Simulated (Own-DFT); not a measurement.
Hf$_{31}$SiO$_{64}$ (monoclinic hafnia with substituted atoms, atoms displaced) (calculated)

A calculation, not a measurement: plane-wave PBE and HSE06 DFT by an unreviewed code, no spin, of a simulated cell at Gamma alone, so results move with cell size and shape, stress positive in tension, energies less offsets, not probed for a lower state with spin; hafnium file: forces about 75 meV/angstrom off all-electron values; oxygen file: force components 24 meV/angstrom off all-electron in a glass; k mesh not checked against a denser one; forces and stress are PBE's, HSE06 gives the energy alone, and its difference from PBE has offsets of its own; offsets are fitted by least squares, one for each functional and potential file, so energies compare only between cells with the same atoms and settings and are not formation energies; the far tail of each file's local potential was reset to the Coulomb form; each entry is a single point on an unrelaxed cell, so the pressure reflects the starting lattice, mostly measured values, from which strain is counted, and rises with the displacements; printed positions are rounded, which can move forces by about a meV/angstrom; the program is a retired in-house code; no spin-orbit coupling. Program: Own-DFT development build.

Entry: Hf$_{31}$SiO$_{64}$ (monoclinic hafnia with substituted atoms, atoms displaced)

```
Hf31SiO64
1.0
     10.2340     0.0000     0.0000
      0.0000    10.3500     0.0000
     -1.6955     0.0000    10.4453
Hf O Hf O Hf O Hf O Hf Si Hf O Hf O Hf O Hf O
4 8 4 8 4 8 4 8 2 1 1 8 4 8 4 8 4 8
Direct
  0.14243 0.03168 0.08747
  0.37240 0.26003 0.14742
  0.36918 0.48604 0.40209
  0.13777 0.22581 0.36514
  0.04484 0.17526 0.18085
  0.46451 0.42072 0.08585
  0.46231 0.35586 0.32747
  0.02934 0.08928 0.41183
  0.22164 0.37002 0.24133
  0.28354 0.12169 0.01741
  0.28243 0.12510 0.24958
  0.23682 0.37529 0.50014
  0.13196 0.02373 0.60137
  0.35981 0.27027 0.64956
  0.35844 0.48185 0.90060
  0.14651 0.24100 0.84843
  0.04799 0.16187 0.67765
  0.46014 0.41145 0.57999
  0.45267 0.32194 0.82724
  0.03473 0.07504 0.92182
  0.22619 0.38682 0.74598
  0.27441 0.14627 0.51151
  0.29370 0.11532 0.76333
  0.22704 0.37702 0.99940
  0.14568 0.52877 0.09645
  0.35865 0.78836 0.13314
  0.36748 0.97915 0.40407
  0.12897 0.73831 0.35044
  0.03572 0.66479 0.18513
  0.46603 0.91257 0.07215
  0.45263 0.84162 0.31935
  0.04643 0.58194 0.43004
  0.21214 0.87375 0.23429
  0.28702 0.62880 0.01585
  0.28953 0.63030 0.26233
  0.23362 0.88069 0.49576
  0.12078 0.50951 0.61256
  0.36374 0.76642 0.65567
  0.35583 0.97588 0.90625
  0.14323 0.72544 0.85820
  0.03031 0.66029 0.65854
  0.46145 0.92142 0.58395
  0.45860 0.84203 0.81478
  0.03696 0.57741 0.93015
  0.23060 0.88764 0.73736
  0.26986 0.62243 0.51204
  0.29058 0.60890 0.76739
  0.22060 0.87082 0.99216
  0.64661 0.01980 0.11994
  0.86312 0.27418 0.14673
  0.85460 0.47847 0.39101
  0.64612 0.22833 0.35187
  0.54076 0.15209 0.16601
  0.95724 0.40926 0.06904
  0.96438 0.33219 0.32032
  0.53849 0.07743 0.42253
  0.72162 0.38459 0.24070
  0.76371 0.11474 0.99767
  0.77351 0.11639 0.25911
  0.71376 0.37469 0.48488
  0.62555 0.01355 0.60221
  0.85700 0.26764 0.64700
  0.85067 0.47799 0.88727
  0.65199 0.23646 0.86266
  0.53108 0.16660 0.66120
  0.96239 0.42576 0.57811
  0.96641 0.32249 0.82104
  0.52307 0.07198 0.92518
  0.72626 0.37601 0.74483
  0.77887 0.12386 0.51618
  0.77564 0.12079 0.75127
  0.71034 0.36271 0.97995
  0.64845 0.52986 0.11083
  0.85596 0.76138 0.15110
  0.85344 0.99201 0.41239
  0.63789 0.73258 0.35569
  0.53755 0.67030 0.16987
  0.95372 0.92483 0.07182
  0.96420 0.82289 0.33486
  0.54639 0.57900 0.43375
  0.72595 0.87556 0.24940
  0.77421 0.62425 0.00261
  0.76370 0.61518 0.24718
  0.71746 0.86917 0.49692
  0.64025 0.52909 0.60275
  0.86993 0.77177 0.65526
  0.87687 0.97554 0.90318
  0.63057 0.73185 0.84892
  0.53967 0.66069 0.66065
  0.96303 0.92693 0.57372
  0.95956 0.82291 0.80788
  0.54234 0.58822 0.92281
  0.71618 0.88209 0.74118
  0.78070 0.62920 0.51536
  0.77601 0.62748 0.75474
  0.72781 0.87428 0.99203
```

- first functional: PBE
- second functional: HSE06
- exact exchange share: 0.25
- screening: 0.11 1/bohr
- exchange divergence: Gygi-Baldereschi
- potential files: PseudoDojo norm-conserving, scalar-relativistic, made for PBE, standard set
- wave cutoff: 48 hartree
- occupations: fixed
- k mesh: 1 x 1 x 1 centred on Gamma

To be estimated
1. Give the missing PBE stress xx for Hf$_{31}$SiO$_{64}$ (monoclinic hafnia with substituted atoms, atoms displaced).

Calculated values
1. -7.5 GPa

Further results for Hf$_{31}$SiO$_{64}$ (monoclinic hafnia with substituted atoms, atoms displaced):

* PBE energy of cell above offsets: -75.760 eV
* HSE06 less PBE above offsets: 1.017 eV
* PBE pressure: 7.99 GPa
* PBE stress yy: -7.38 GPa
* PBE stress zz: -9.09 GPa
* PBE stress yz: -1.07 GPa
* PBE stress xz: -0.99 GPa
* PBE stress xy: -1.43 GPa

Force:
| element | x (eV/Å) | y (eV/Å) | z (eV/Å) |
| --- | --- | --- | --- |
| Hf | -2.588 | -1.073 | 5.989 |
| Hf | -1.426 | 3.564 | 1.131 |
| Hf | -3.364 | 0.522 | -0.222 |
| Hf | 3.142 | 3.618 | -2.294 |
| O | -1.155 | -0.996 | -1.938 |
| O | 1.007 | -0.005 | -0.548 |
| O | 3.437 | -4.5 | -1.449 |
| O | -1.464 | -1.945 | 1.685 |
| O | -0.037 | 1.232 | -0.528 |
| O | 0.049 | 1.334 | -1.962 |
| O | -0.163 | -1.416 | 1.893 |
| O | -2.396 | -0.398 | -0.668 |
| Hf | 3.472 | -1.199 | -0.192 |
| Hf | 1.675 | 0.432 | -0.376 |
| Hf | 3.438 | -2.382 | 1.129 |
| Hf | 0.675 | -1.125 | 0.46 |
| O | -1.876 | 2.152 | -0.067 |
| O | 2.528 | 1.492 | 0.499 |
| O | 1.23 | 1.172 | 2.078 |
| O | 2.369 | 2.595 | -1.399 |
| O | -1.454 | -1.699 | 0.926 |
| O | -0.65 | -2.937 | -0.837 |
| O | -2.346 | 0.923 | 0.129 |
| O | -0.316 | -1.184 | -1.554 |
| Hf | -0.194 | -2.37 | 5.187 |
| Hf | -0.935 | -4.195 | 5.015 |
| Hf | -1.88 | 0.574 | -1.582 |
| Hf | 3.675 | -1.647 | 1.905 |
| O | -0.877 | -0.741 | -2.554 |
| O | 1.418 | 0.601 | 0.781 |
| O | 2.094 | -0.88 | 0.511 |
| O | -2.948 | -1.604 | -1.586 |
| O | 0.383 | 1.698 | -0.82 |
| O | -1.015 | 1.013 | -1.449 |
| O | -0.777 | -0.581 | -0.769 |
| O | -1.005 | -0.695 | -0.484 |
| Hf | 6.213 | 1.629 | -2.443 |
| Hf | -1.323 | -0.169 | -3.396 |
| Hf | 3.119 | 2.448 | -3.88 |
| Hf | 0.008 | -0.303 | -1.771 |
| O | 0.358 | 1.928 | 2.827 |
| O | -0.71 | -1.336 | -0.47 |
| O | 1.498 | -1.536 | 1.808 |
| O | 0.114 | 1.547 | -2.279 |
| O | -2.096 | -1.837 | 0.855 |
| O | 0.036 | 1.687 | 1.05 |
| O | -1.9 | 3.173 | -0.456 |
| O | -1.368 | -0.888 | -1.237 |
| Hf | 0.67 | -3.083 | -5.17 |
| Hf | 1.687 | -0.824 | -0.198 |
| Si | 1.973 | -0.341 | 1.51 |
| Hf | -2.726 | 1.197 | 0.892 |
| O | -1.823 | 3.196 | 2.141 |
| O | -0.016 | 0.846 | -0.602 |
| O | -2.726 | 2.395 | 1.723 |
| O | 1.059 | 1.369 | -1.222 |
| O | 1.104 | -0.759 | 0.793 |
| O | 1.238 | 1.723 | 1.683 |
| O | 0.748 | 1.195 | 0.896 |
| O | 2.416 | -0.441 | -0.47 |
| Hf | 1.3 | 1.746 | 2.69 |
| Hf | 0.153 | -0.467 | 0.123 |
| Hf | 1.127 | 0.156 | 1.494 |
| Hf | -4.9 | -5.803 | -4.417 |
| O | 0.696 | 0.154 | 0.567 |
| O | -4.707 | -3.299 | -1.544 |
| O | -0.375 | 1.325 | 0.644 |
| O | 1.692 | 1.534 | 0.323 |
| O | 0.381 | 0.653 | -0.828 |
| O | -0.196 | 1.583 | -0.923 |
| O | 0.651 | 0.722 | 0.85 |
| O | 1.722 | 3.45 | 3.491 |
| Hf | -4.752 | -2.112 | -3.4 |
| Hf | 1.622 | 2.016 | -0.497 |
| Hf | 1.457 | -2.961 | -2.264 |
| Hf | -1.45 | -0.486 | 0.081 |
| O | -0.044 | 0.7 | 0.428 |
| O | 1.592 | -1.445 | 2.353 |
| O | -2.975 | 1.974 | -0.318 |
| O | 0.036 | 1.911 | -2.085 |
| O | 0.052 | -0.01 | 0.063 |
| O | 1.171 | 0.227 | 0.484 |
| O | 2.583 | 0.843 | 4.268 |
| O | 0.442 | -0.102 | -0.756 |
| Hf | 0.315 | -3.285 | 0.028 |
| Hf | -3.062 | -0.715 | -5.832 |
| Hf | -4.928 | -0.386 | -2.6 |
| Hf | 1.039 | 1.612 | 0.553 |
| O | -2.345 | 2.927 | 2.056 |
| O | -0.28 | -0.904 | 1.023 |
| O | 3.066 | 1.675 | 6.185 |
| O | -1.313 | -0.819 | -0.21 |
| O | 0.723 | -0.674 | 0.292 |
| O | 0.829 | -0.793 | -2.334 |
| O | 0.217 | -0.986 | 1.143 |
| O | -0.815 | -2.128 | 0.245 |
